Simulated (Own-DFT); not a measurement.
Hf16O31 (monoclinic hafnia with two neutral oxygen vacancies, strained, atoms displaced), Hf31SiO64 (monoclinic hafnia with substituted atoms, atoms displaced) (calculated)

All values are calculated (Own-DFT development build). A calculation, not a measurement: plane-wave PBE and HSE06 DFT by an unreviewed code, no spin, of a simulated cell at Gamma alone, so results move with cell size and shape, stress positive in tension, energies less offsets, not probed for a lower state with spin; hafnium file: forces about 75 meV/angstrom off all-electron values; oxygen file: force components 24 meV/angstrom off all-electron in a glass; k mesh not checked against a denser one; forces and stress are PBE's, HSE06 gives the energy alone, and its difference from PBE has offsets of its own; offsets are fitted by least squares, one for each functional and potential file, so energies compare only between cells with the same atoms and settings and are not formation energies; the far tail of each file's local potential was reset to the Coulomb form; each entry is a single point on an unrelaxed cell, so the pressure reflects the starting lattice, mostly measured values, from which strain is counted, and rises with the displacements; printed positions are rounded, which can move forces by about a meV/angstrom; the program is a retired in-house code; no spin-orbit coupling.

Settings shared by all entries: first functional PBE; second functional HSE06; exact exchange share 0.25; screening 0.11 1/bohr; exchange divergence Gygi-Baldereschi; potential files PseudoDojo norm-conserving, scalar-relativistic, made for PBE, standard set; wave cutoff 48 hartree; occupations fixed; k mesh 1 x 1 x 1 centred on Gamma.

(1) Hf16O31 (monoclinic hafnia with two neutral oxygen vacancies, strained, atoms displaced)

```
Hf16O31
1.0
     10.2437    -0.0532    -0.0509
     -0.0538    10.1667    -0.0534
     -1.7491    -0.0451    10.4413
Hf O Hf O Hf O Hf O Hf O Hf O Hf O Hf O
4 8 4 8 4 7 4 7 4 8 4 8 4 8 4 8
Direct
  0.13085 0.02634 0.10411
  0.36544 0.27403 0.14382
  0.36163 0.47941 0.39759
  0.13782 0.23216 0.36180
  0.04086 0.17120 0.17032
  0.45580 0.41704 0.08089
  0.46208 0.32891 0.31401
  0.04809 0.08724 0.42632
  0.22787 0.37892 0.24117
  0.27584 0.12178 0.01106
  0.26456 0.11348 0.26076
  0.22768 0.37103 0.48793
  0.13279 0.02178 0.61212
  0.36305 0.27691 0.63730
  0.36919 0.48157 0.89436
  0.13999 0.22815 0.85847
  0.03678 0.16247 0.66954
  0.46318 0.41721 0.57366
  0.46493 0.33241 0.83198
  0.03640 0.07091 0.91873
  0.21549 0.37672 0.74142
  0.28358 0.12220 0.50556
  0.27449 0.12347 0.75767
  0.22258 0.36504 0.99232
  0.14478 0.52261 0.11449
  0.36336 0.77946 0.15525
  0.35983 0.98318 0.38663
  0.13823 0.73277 0.36114
  0.03901 0.66249 0.17678
  0.47715 0.91469 0.08993
  0.46385 0.82863 0.31531
  0.03349 0.57749 0.43103
  0.22811 0.87803 0.23824
  0.27566 0.61336 0.25490
  0.21938 0.87438 0.48676
  0.13941 0.52335 0.60290
  0.37154 0.77106 0.65112
  0.35879 0.98503 0.90275
  0.13970 0.72590 0.84766
  0.03327 0.65167 0.67039
  0.45783 0.91350 0.57827
  0.45910 0.83073 0.83534
  0.03778 0.58587 0.91922
  0.23105 0.87843 0.74014
  0.26907 0.62601 0.50512
  0.22164 0.87257 0.99252
  0.63551 0.02241 0.11098
  0.85443 0.26771 0.13764
  0.84726 0.47463 0.38750
  0.64424 0.22737 0.35215
  0.54076 0.16097 0.18030
  0.95915 0.41155 0.07033
  0.97159 0.34101 0.32403
  0.53403 0.08732 0.42369
  0.72648 0.37689 0.24462
  0.76671 0.13512 0.01583
  0.77124 0.12509 0.26043
  0.72427 0.37269 0.49370
  0.64372 0.02260 0.61212
  0.86883 0.26582 0.64757
  0.85545 0.48647 0.89127
  0.64176 0.22028 0.84586
  0.53755 0.16361 0.67111
  0.96793 0.41935 0.58441
  0.95494 0.32664 0.82471
  0.52962 0.08591 0.92199
  0.72319 0.37522 0.73591
  0.77534 0.13610 0.51478
  0.77465 0.12021 0.76091
  0.72903 0.37685 0.98317
  0.64160 0.51846 0.10564
  0.85456 0.76529 0.14168
  0.86003 0.98498 0.39072
  0.64087 0.73764 0.35080
  0.53602 0.67002 0.17204
  0.96891 0.91090 0.07212
  0.95920 0.83661 0.32334
  0.53810 0.58288 0.41871
  0.72291 0.88332 0.23933
  0.77960 0.62978 0.00393
  0.77927 0.62401 0.26203
  0.72355 0.87196 0.49056
  0.63894 0.51866 0.60389
  0.85702 0.76950 0.64574
  0.85972 0.98332 0.89847
  0.64184 0.74053 0.85775
  0.54163 0.66226 0.67096
  0.96002 0.91243 0.57828
  0.96643 0.83728 0.82911
  0.53330 0.58164 0.93052
  0.72548 0.87538 0.74070
  0.77180 0.62722 0.50116
  0.77910 0.61697 0.75468
  0.72996 0.87644 0.98939
```

It finds PBE energy of cell above offsets -85.634 eV; HSE06 less PBE above offsets 0.313 eV; PBE pressure 10.13 GPa; PBE stress xx -7.94 GPa; PBE stress yy -13.33 GPa; PBE stress zz -9.11 GPa; PBE stress yz -1.75 GPa; PBE stress xz -1.16 GPa; PBE stress xy -1.38 GPa.

Force:
| element | x (eV/Å) | y (eV/Å) | z (eV/Å) |
| --- | --- | --- | --- |
| Hf | 1.28 | -2.006 | 0.079 |
| Hf | -1.886 | -1.437 | 0.372 |
| Hf | 0.559 | 0.367 | -1.854 |
| Hf | 0.829 | 0.447 | -2.278 |
| O | -2.189 | 0.832 | -0.11 |
| O | 2.473 | 1.682 | -0.561 |
| O | 0.826 | 0.785 | 2.344 |
| O | -2.976 | -1.671 | 0.124 |
| O | -0.031 | -0.685 | 0.175 |
| O | 0.106 | 0.84 | 0.215 |
| O | 1.003 | 1.175 | -0.097 |
| O | -0.067 | -0.192 | 0.741 |
| Hf | 2.536 | -1.936 | -1.484 |
| Hf | -1.271 | -1.936 | 1.819 |
| Hf | -2.671 | -0.677 | 0.057 |
| Hf | -0.409 | 1.004 | -0.572 |
| O | -1.057 | 1.018 | 0.834 |
| O | 0.732 | 0.168 | 0.277 |
| O | 0.605 | -0.547 | -1.142 |
| O | 0.226 | 1.651 | -0.288 |
| O | 1.304 | 0.379 | -0.399 |
| O | -0.04 | 1.321 | 1.274 |
| O | 0.09 | -0.138 | 0.709 |
| O | 0.13 | 0.501 | -0.15 |
| Hf | -0.958 | -0.764 | -2.656 |
| Hf | -1.398 | -2.524 | -4.274 |
| Hf | -0.505 | -0.273 | 1.856 |
| Hf | -1.012 | -1.321 | -1.022 |
| O | -1.619 | 1.034 | -0.017 |
| O | -1.134 | 0.235 | -1.485 |
| O | 0.703 | 1.681 | 3.989 |
| O | -0.241 | 1.404 | -1.832 |
| O | -1.116 | -0.069 | 0.555 |
| O | 0.692 | 1.47 | 1.261 |
| O | 0.164 | -0.114 | 0.133 |
| Hf | -0.271 | -1.397 | 0.452 |
| Hf | -1.64 | -0.631 | -0.585 |
| Hf | -0.624 | -1.041 | -0.853 |
| Hf | -0.173 | 0.023 | 1.21 |
| O | -1.176 | 2.663 | 1.078 |
| O | 1.998 | 1.092 | -0.265 |
| O | 1.773 | -0.653 | 0.058 |
| O | -0.294 | -0.435 | 0.617 |
| O | -0.473 | -0.091 | -0.091 |
| O | 1.635 | 0.837 | 0.687 |
| O | 0.912 | -0.771 | -0.229 |
| Hf | 0.471 | -0.207 | -1.429 |
| Hf | 3.228 | 2.55 | 1.431 |
| Hf | 3.513 | 1.078 | 3.257 |
| Hf | -2.469 | 0.672 | 1.804 |
| O | -1.329 | 0.816 | -0.911 |
| O | 0.511 | 0.352 | 0.514 |
| O | -1.114 | -0.33 | 0.014 |
| O | 0.534 | -0.433 | 0.227 |
| O | -0.859 | -0.144 | -1.839 |
| O | 0.527 | -1.564 | -1.715 |
| O | 1.595 | -0.556 | 0.493 |
| O | -0.213 | -0.461 | -1.017 |
| Hf | -1.258 | -0.863 | -2.79 |
| Hf | 0.409 | 3.288 | -0.303 |
| Hf | 2.783 | -1.875 | 0.147 |
| Hf | -1.776 | 2.889 | 1.511 |
| O | -0.698 | 0.402 | -0.093 |
| O | -1.314 | -1.577 | -0.727 |
| O | 1.092 | -0.278 | 1.213 |
| O | 0.723 | -0.075 | 0.348 |
| O | -0.656 | -0.043 | 0.099 |
| O | 0.046 | -1.901 | -1.016 |
| O | 0.654 | -0.804 | 0.156 |
| O | -1.957 | -0.69 | 0.623 |
| Hf | -1.652 | 0.566 | -0.407 |
| Hf | 2.929 | 1.116 | 1.07 |
| Hf | 1.352 | -0.919 | 1.477 |
| Hf | -0.796 | -2.004 | 0.429 |
| O | 1.268 | -1.269 | -0.526 |
| O | -1.378 | -0.421 | 0.743 |
| O | 0.143 | 0.188 | 0.327 |
| O | -0.481 | 0.005 | 0.006 |
| O | 0.301 | -0.326 | 0.051 |
| O | -0.95 | 0.357 | 0.391 |
| O | -0.262 | -0.081 | -1.29 |
| O | -0.148 | 0.873 | -0.023 |
| Hf | 1.19 | -0.27 | -0.821 |
| Hf | 1.747 | -1.085 | -0.11 |
| Hf | 2.05 | -1.452 | -0.075 |
| Hf | -1.424 | -1.927 | -0.715 |
| O | -1.038 | 1.232 | 1.058 |
| O | 0.465 | 0.728 | -0.478 |
| O | -0.759 | -0.18 | -0.969 |
| O | 1.802 | 1.494 | -0.448 |
| O | -0.767 | 0.374 | 0.201 |
| O | 0.255 | 0.635 | 0.939 |
| O | -0.596 | 1.208 | 0.094 |
| O | -1.04 | -0.395 | 0.404 |

(2) Hf31SiO64 (monoclinic hafnia with substituted atoms, atoms displaced)

```
Hf31SiO64
1.0
     10.2340     0.0000     0.0000
      0.0000    10.3500     0.0000
     -1.6955     0.0000    10.4453
Hf O Hf O Hf O Hf O Hf O Si Hf O Hf O Hf O
4 8 4 8 4 8 4 8 4 8 1 3 8 4 8 4 8
Direct
  0.13550 0.02279 0.09690
  0.36378 0.26944 0.14932
  0.36495 0.47162 0.39116
  0.13461 0.23837 0.34068
  0.03159 0.16600 0.16629
  0.46536 0.41749 0.08320
  0.46779 0.33939 0.33793
  0.03281 0.09049 0.42522
  0.22049 0.37135 0.23988
  0.27975 0.13023 0.01083
  0.28381 0.11747 0.26559
  0.22499 0.37337 0.48684
  0.14956 0.02579 0.60146
  0.36992 0.26676 0.64575
  0.35792 0.47773 0.89967
  0.14371 0.23262 0.85488
  0.04123 0.17011 0.67363
  0.46023 0.41940 0.58271
  0.47386 0.34073 0.82413
  0.03707 0.08731 0.91763
  0.22284 0.37355 0.73863
  0.27637 0.12575 0.51869
  0.28370 0.12392 0.76621
  0.22625 0.36842 0.99183
  0.13318 0.51843 0.10572
  0.36040 0.76977 0.14092
  0.35871 0.98672 0.39803
  0.13004 0.72642 0.34530
  0.03837 0.65884 0.16729
  0.45730 0.91873 0.07453
  0.46937 0.83486 0.33504
  0.03933 0.58822 0.42704
  0.22389 0.89051 0.23780
  0.27841 0.63512 0.00837
  0.27680 0.62485 0.25566
  0.23300 0.87314 0.48227
  0.14191 0.52173 0.60086
  0.36517 0.77938 0.64622
  0.36244 0.97947 0.89436
  0.14087 0.72982 0.85568
  0.03617 0.66883 0.67798
  0.45517 0.91802 0.57604
  0.45599 0.83907 0.82285
  0.03744 0.58555 0.91996
  0.22040 0.88049 0.74724
  0.27920 0.63260 0.51406
  0.27443 0.61871 0.76563
  0.23089 0.86968 0.99137
  0.63277 0.01807 0.10850
  0.86407 0.27272 0.13991
  0.86944 0.47631 0.39865
  0.63609 0.23275 0.34649
  0.54043 0.16704 0.16700
  0.95674 0.40766 0.07285
  0.96423 0.33952 0.32506
  0.53865 0.09000 0.42159
  0.73230 0.38121 0.25095
  0.77773 0.12887 0.00906
  0.78634 0.11522 0.26874
  0.71740 0.37542 0.49199
  0.62940 0.01106 0.59724
  0.87195 0.27198 0.64449
  0.86145 0.48065 0.89042
  0.63023 0.23678 0.85122
  0.54076 0.15371 0.67109
  0.96453 0.42446 0.57433
  0.96682 0.32767 0.83005
  0.53898 0.08664 0.91783
  0.72592 0.37151 0.74281
  0.77310 0.12058 0.50905
  0.76569 0.12060 0.76022
  0.71888 0.36996 0.99439
  0.64110 0.51736 0.09907
  0.85530 0.76954 0.14644
  0.86222 0.98654 0.39217
  0.62903 0.73129 0.35473
  0.53126 0.66064 0.17374
  0.96146 0.91392 0.07751
  0.96614 0.83510 0.32519
  0.52898 0.58513 0.42331
  0.72710 0.86803 0.23174
  0.77247 0.62439 0.01058
  0.77048 0.61890 0.25674
  0.72063 0.86814 0.48480
  0.62754 0.52515 0.59975
  0.85744 0.77116 0.64398
  0.86179 0.98719 0.90466
  0.63681 0.73425 0.86211
  0.52799 0.67016 0.66647
  0.96086 0.91127 0.57756
  0.97462 0.83877 0.82681
  0.53783 0.57952 0.91572
  0.72952 0.86995 0.73997
  0.77602 0.62522 0.50422
  0.76675 0.61178 0.75101
  0.72055 0.86536 0.98085
```

It finds PBE energy of cell above offsets -86.421 eV; HSE06 less PBE above offsets 0.348 eV; PBE pressure 4.45 GPa; PBE stress xx -4.77 GPa; PBE stress yy -4.32 GPa; PBE stress zz -4.28 GPa; PBE stress yz 0.56 GPa; PBE stress xz 0.04 GPa; PBE stress xy -0.05 GPa.

Force:
| element | x (eV/Å) | y (eV/Å) | z (eV/Å) |
| --- | --- | --- | --- |
| Hf | 0.563 | -1.159 | 0.51 |
| Hf | -0.018 | -0.301 | -1.137 |
| Hf | -1.959 | 3.8 | 1.972 |
| Hf | -0.868 | -1.922 | 2.585 |
| O | 0.733 | 0.096 | 0.452 |
| O | -0.5 | -0.588 | -0.085 |
| O | 0.989 | -2.396 | -2.024 |
| O | 0.769 | 0.348 | -0.314 |
| O | 0.671 | 1.106 | -0.996 |
| O | -0.193 | 0.39 | 0.711 |
| O | -0.69 | 2.343 | -1.246 |
| O | -0.125 | -0.786 | -0.416 |
| Hf | -3.373 | -1.794 | 1.127 |
| Hf | -0.332 | 0.102 | 0.174 |
| Hf | 0.774 | 1.114 | -1.165 |
| Hf | -0.292 | -0.646 | -0.615 |
| O | 0.424 | -0.394 | -0.425 |
| O | -0.079 | -0.339 | -0.59 |
| O | -2.238 | 0.586 | -0.368 |
| O | -0.21 | -0.516 | 0.714 |
| O | 0.586 | 0.352 | 0.14 |
| O | 1.143 | 1.156 | -1.21 |
| O | -0.105 | 0.069 | -0.631 |
| O | -0.088 | 0.426 | 0.535 |
| Hf | 1.085 | 0.172 | -1.5 |
| Hf | -0.187 | 0.129 | 1.549 |
| Hf | 0.991 | -1.703 | -0.939 |
| Hf | 1.795 | 1.237 | 1.573 |
| O | -1.663 | 1.058 | 0.473 |
| O | 1.864 | 0.501 | 0.764 |
| O | -1.345 | 0.963 | -0.903 |
| O | -0.498 | -0.413 | -0.826 |
| O | 0.06 | -1.118 | -0.361 |
| O | -0.298 | -1.536 | 0.367 |
| O | -0.298 | -1.217 | 0.26 |
| O | -1.505 | -0.023 | 0.63 |
| Hf | 0.498 | 1.499 | 1.489 |
| Hf | -1.886 | -2.628 | -0.299 |
| Hf | -0.401 | 0.718 | -0.056 |
| Hf | -0.517 | 0.743 | -1.123 |
| O | 0.232 | -0.969 | -0.802 |
| O | 4.395 | 2.805 | 0.376 |
| O | 2.033 | -1.048 | 0.944 |
| O | -1.011 | -1.58 | 1.024 |
| O | 0.472 | 0.815 | -1.436 |
| O | -0.438 | -0.297 | -0.46 |
| O | 0.445 | -0.532 | -0.231 |
| O | -0.903 | 0.591 | 0.026 |
| Hf | 0.925 | -0.393 | -1.74 |
| Hf | -2.442 | -1.292 | 0.9 |
| Hf | -2.843 | 2.279 | 0.035 |
| Hf | 1.861 | -0.052 | 2.795 |
| O | -0.787 | 0.938 | 0.679 |
| O | 2.271 | 2.168 | -0.319 |
| O | 1.753 | -1.337 | -0.716 |
| O | -0.544 | -1.414 | 1.396 |
| O | -0.583 | -0.707 | -1.693 |
| O | -0.325 | -0.023 | 1.177 |
| O | -1.436 | 1.669 | -2.385 |
| O | 0.734 | -1.023 | -0.453 |
| Si | -0.46 | 1.76 | -0.584 |
| Hf | -2.356 | -0.988 | 0.346 |
| Hf | -0.431 | -0.379 | -0.766 |
| Hf | 3.21 | -2.064 | 0.035 |
| O | -0.35 | -0.846 | -1.401 |
| O | 0.13 | -1.064 | 0.767 |
| O | -0.245 | 0.879 | -0.096 |
| O | -0.875 | -1.206 | 1.342 |
| O | 0.39 | 0.885 | -0.349 |
| O | -0.595 | 0.354 | 1.03 |
| O | 1.161 | -0.862 | -0.054 |
| O | 0.317 | 0.059 | -0.244 |
| Hf | -0.48 | 0.553 | 1.573 |
| Hf | 0.868 | -0.892 | -0.248 |
| Hf | 0.603 | -2.215 | 2.796 |
| Hf | 1.514 | -1.447 | -0.176 |
| O | -0.184 | 0.488 | -0.641 |
| O | 0.52 | 0.431 | 0.23 |
| O | 0.001 | -0.288 | -0.571 |
| O | -0.171 | -0.203 | -0.16 |
| O | -1.361 | 1.62 | 0.228 |
| O | 0.933 | 0.54 | -0.455 |
| O | 0.845 | 0.045 | -0.138 |
| O | -1.094 | 1.442 | 1.041 |
| Hf | 1.693 | -0.523 | 0.69 |
| Hf | 1.686 | -0.131 | -0.083 |
| Hf | 0.359 | -0.782 | -3.217 |
| Hf | -0.486 | -1.625 | -3.217 |
| O | 0.371 | 0.468 | 0.701 |
| O | 1.207 | 1.077 | -0.638 |
| O | -1.505 | 0.43 | 0.568 |
| O | -0.764 | -0.086 | 0.645 |
| O | -1.538 | 1.749 | -0.737 |
| O | -0.393 | 0.695 | 0.434 |
| O | 0.266 | 0.681 | 1.389 |
| O | 0.125 | 1.417 | 2.05 |

(3) Hf31SiO64 (monoclinic hafnia with substituted atoms, atoms displaced)

```
Hf31SiO64
1.0
     10.2340     0.0000     0.0000
      0.0000    10.3500     0.0000
     -1.6955     0.0000    10.4453
Hf O Hf O Hf O Hf O Hf O Hf O Hf O Hf Si O
4 8 4 8 4 8 4 8 4 8 4 8 4 8 3 1 8
Direct
  0.12516 0.00585 0.10254
  0.36487 0.28250 0.14361
  0.35816 0.48070 0.39488
  0.14033 0.23060 0.36144
  0.03922 0.16007 0.16372
  0.47122 0.42682 0.07359
  0.45295 0.33265 0.31891
  0.04061 0.09098 0.41888
  0.22499 0.38656 0.23523
  0.28276 0.12416 0.02645
  0.28232 0.12189 0.25791
  0.21507 0.38123 0.48439
  0.15260 0.01572 0.59998
  0.35980 0.25274 0.64052
  0.35498 0.48266 0.90167
  0.12075 0.21564 0.86858
  0.03439 0.18909 0.67238
  0.46957 0.41753 0.57749
  0.47836 0.33240 0.81999
  0.02383 0.08231 0.91314
  0.20901 0.37476 0.74750
  0.27164 0.12205 0.49403
  0.27923 0.11415 0.75200
  0.22282 0.37931 0.99806
  0.13575 0.51906 0.09969
  0.37073 0.76293 0.14025
  0.36750 0.98172 0.39870
  0.14816 0.73878 0.34054
  0.03280 0.66397 0.16878
  0.47125 0.91205 0.07476
  0.45997 0.84935 0.32639
  0.03555 0.59400 0.43331
  0.23009 0.88188 0.24557
  0.27867 0.62528 0.00868
  0.27228 0.61933 0.26103
  0.22656 0.86897 0.47799
  0.13996 0.52161 0.61208
  0.36451 0.77148 0.65261
  0.36450 0.98610 0.90348
  0.13621 0.73684 0.83803
  0.03989 0.67066 0.67071
  0.46808 0.89497 0.57863
  0.46479 0.83955 0.82087
  0.04589 0.59111 0.92465
  0.23353 0.86832 0.74277
  0.29395 0.62480 0.51952
  0.26721 0.62145 0.75782
  0.23018 0.86302 0.99313
  0.63810 0.02770 0.10928
  0.87355 0.26836 0.15969
  0.86228 0.47207 0.39144
  0.63546 0.23312 0.36391
  0.55571 0.14802 0.17779
  0.97301 0.40513 0.07187
  0.95806 0.33765 0.30753
  0.54546 0.08874 0.42209
  0.72462 0.38327 0.24913
  0.77602 0.12544 0.00986
  0.78531 0.10296 0.27909
  0.72456 0.38131 0.50123
  0.64123 0.02278 0.60671
  0.86674 0.27039 0.65279
  0.86610 0.47898 0.89368
  0.63368 0.23888 0.85572
  0.53878 0.16599 0.67969
  0.97080 0.43454 0.57080
  0.96118 0.33805 0.82250
  0.55704 0.09553 0.90752
  0.71773 0.38961 0.74114
  0.78309 0.11653 0.51024
  0.78373 0.12773 0.75965
  0.70403 0.36062 0.98181
  0.63361 0.52619 0.11264
  0.86566 0.76257 0.14841
  0.85244 0.95996 0.40576
  0.63293 0.73949 0.36196
  0.53431 0.67780 0.17563
  0.95363 0.91644 0.07793
  0.95473 0.84014 0.32579
  0.51950 0.58483 0.41947
  0.71576 0.88475 0.24171
  0.78955 0.63089 0.00530
  0.77200 0.61214 0.25343
  0.71867 0.86671 0.50153
  0.63182 0.52410 0.59335
  0.85990 0.77948 0.65218
  0.85195 0.97835 0.88918
  0.63780 0.73519 0.85264
  0.53146 0.66066 0.66667
  0.95438 0.89280 0.58853
  0.96932 0.82704 0.82459
  0.54247 0.59155 0.91554
  0.73536 0.86782 0.74650
  0.77381 0.63374 0.52173
  0.77728 0.62333 0.76121
  0.72489 0.87484 0.99811
```

It finds PBE energy of cell above offsets -74.185 eV; HSE06 less PBE above offsets 0.903 eV; PBE pressure 8.57 GPa; PBE stress xx -9.44 GPa; PBE stress yy -8.31 GPa; PBE stress zz -7.96 GPa; PBE stress yz -1.29 GPa; PBE stress xz 0.35 GPa; PBE stress xy 0.07 GPa.

Force:
| element | x (eV/Å) | y (eV/Å) | z (eV/Å) |
| --- | --- | --- | --- |
| Hf | 1.839 | 0.423 | 1.181 |
| Hf | -1.276 | -1.765 | 0.419 |
| Hf | -1.326 | 0.345 | 1.332 |
| Hf | 0.86 | 0.396 | -2.916 |
| O | -0.091 | 0.641 | 0.856 |
| O | -1.599 | -1.5 | 0.56 |
| O | 2.113 | -0.665 | 0.868 |
| O | -1.367 | -1.776 | 1.799 |
| O | -0.04 | -1.233 | 0.364 |
| O | -0.481 | 0.207 | -2.366 |
| O | -0.408 | 0.424 | 0.948 |
| O | 0.459 | -2.208 | 0.284 |
| Hf | -2.604 | -0.319 | -0.655 |
| Hf | 1.565 | 4.387 | 1.852 |
| Hf | 1.208 | 0.198 | -3.131 |
| Hf | 3.513 | 5.593 | -2.646 |
| O | 3.078 | -3.627 | -0.053 |
| O | -2.262 | -2.504 | -0.822 |
| O | -5.821 | 2.636 | -0.362 |
| O | -0.829 | -2.963 | 1.4 |
| O | 1.916 | -0.391 | 0.219 |
| O | 0.71 | 1.088 | 3.107 |
| O | -0.766 | -0.291 | 0.166 |
| O | 0.761 | -2.029 | -0.847 |
| Hf | -0.13 | 1.114 | 0.149 |
| Hf | -2.525 | 2.141 | -0.289 |
| Hf | -0.363 | 0.408 | -1.536 |
| Hf | -2.588 | -2.674 | 2.328 |
| O | 0.332 | 0.548 | 0.684 |
| O | -0.46 | 0.548 | -0.779 |
| O | 2.315 | -2.509 | -0.617 |
| O | 0.553 | 0.532 | -2.233 |
| O | -0.686 | 0.185 | -1.692 |
| O | 0.897 | 0.135 | 0.684 |
| O | 0.634 | 0.895 | -0.761 |
| O | -0.817 | 1.411 | 2.297 |
| Hf | 0.907 | 0.966 | -1.347 |
| Hf | 0.474 | -3.722 | -1.47 |
| Hf | 1.886 | -1.421 | 0.441 |
| Hf | -0.179 | -2.205 | 2.527 |
| O | -0.826 | 0.083 | -0.093 |
| O | 1.945 | 3.933 | -1.499 |
| O | 2.502 | -0.532 | 2 |
| O | -1.343 | -1.345 | -0.403 |
| O | -1.051 | 3.426 | -0.887 |
| O | -1.103 | 0.349 | -0.96 |
| O | 1.679 | -0.911 | 1.247 |
| O | -0.359 | 1.43 | -0.523 |
| Hf | 5.621 | -5.306 | -3.237 |
| Hf | -3.023 | -2.615 | -6.254 |
| Hf | 0.755 | 3.568 | 2.619 |
| Hf | 2.104 | 0.364 | -1.078 |
| O | -6.047 | 7.657 | 2.974 |
| O | -0.949 | 0.044 | -0.287 |
| O | 3.192 | 0.881 | 5.119 |
| O | -1.968 | -1.524 | 1.543 |
| O | -1.037 | -1.346 | -0.815 |
| O | 1.444 | -0.133 | 1.029 |
| O | -0.016 | 2.638 | -1.234 |
| O | 0.862 | -2.531 | -2.177 |
| Hf | -0.277 | 0.013 | 0.692 |
| Hf | -2.343 | 2.209 | -1.642 |
| Hf | -2.374 | 1.941 | -0.172 |
| Hf | 5.202 | 1.153 | -1.744 |
| O | -0.773 | -1.367 | -3.293 |
| O | -2.648 | -3.187 | 0.438 |
| O | 1.107 | -0.932 | 1.133 |
| O | -5.923 | -6.183 | 2.8 |
| O | 1.482 | -0.519 | -0.348 |
| O | -0.762 | 1.554 | 1.704 |
| O | -0.253 | -1.218 | -0.535 |
| O | 2.344 | 3.694 | 4.091 |
| Hf | 2.913 | 0.236 | -2.862 |
| Hf | -2.066 | 0.647 | -0.965 |
| Hf | 0.492 | 2.947 | -1.224 |
| Hf | -0.032 | -1.407 | -0.453 |
| O | 1.82 | -1.628 | 0.424 |
| O | 1.148 | 0.096 | -0.327 |
| O | 2.585 | -1.78 | -0.382 |
| O | 2.348 | 1.652 | -1.166 |
| O | -0.314 | -2.3 | 1.404 |
| O | -1.141 | -0.25 | 0.885 |
| O | 0.006 | 1.512 | 1.379 |
| O | -1.047 | 0.713 | -0.865 |
| Hf | 0.846 | 0.263 | 3.427 |
| Hf | -3.2 | -9.459 | 1.571 |
| Hf | -1.345 | -0.452 | 1.96 |
| Si | -1.083 | -1.933 | -0.674 |
| O | 0.19 | 1.7 | 2.291 |
| O | 7.299 | 8.159 | -3.908 |
| O | -1.13 | 2.525 | 1.602 |
| O | 0.74 | 1.8 | 0.437 |
| O | -3.753 | 2.11 | 1.148 |
| O | -0.139 | 0.15 | -2.625 |
| O | -1.267 | 0.523 | 1.499 |
| O | -0.432 | -2.531 | -2.722 |
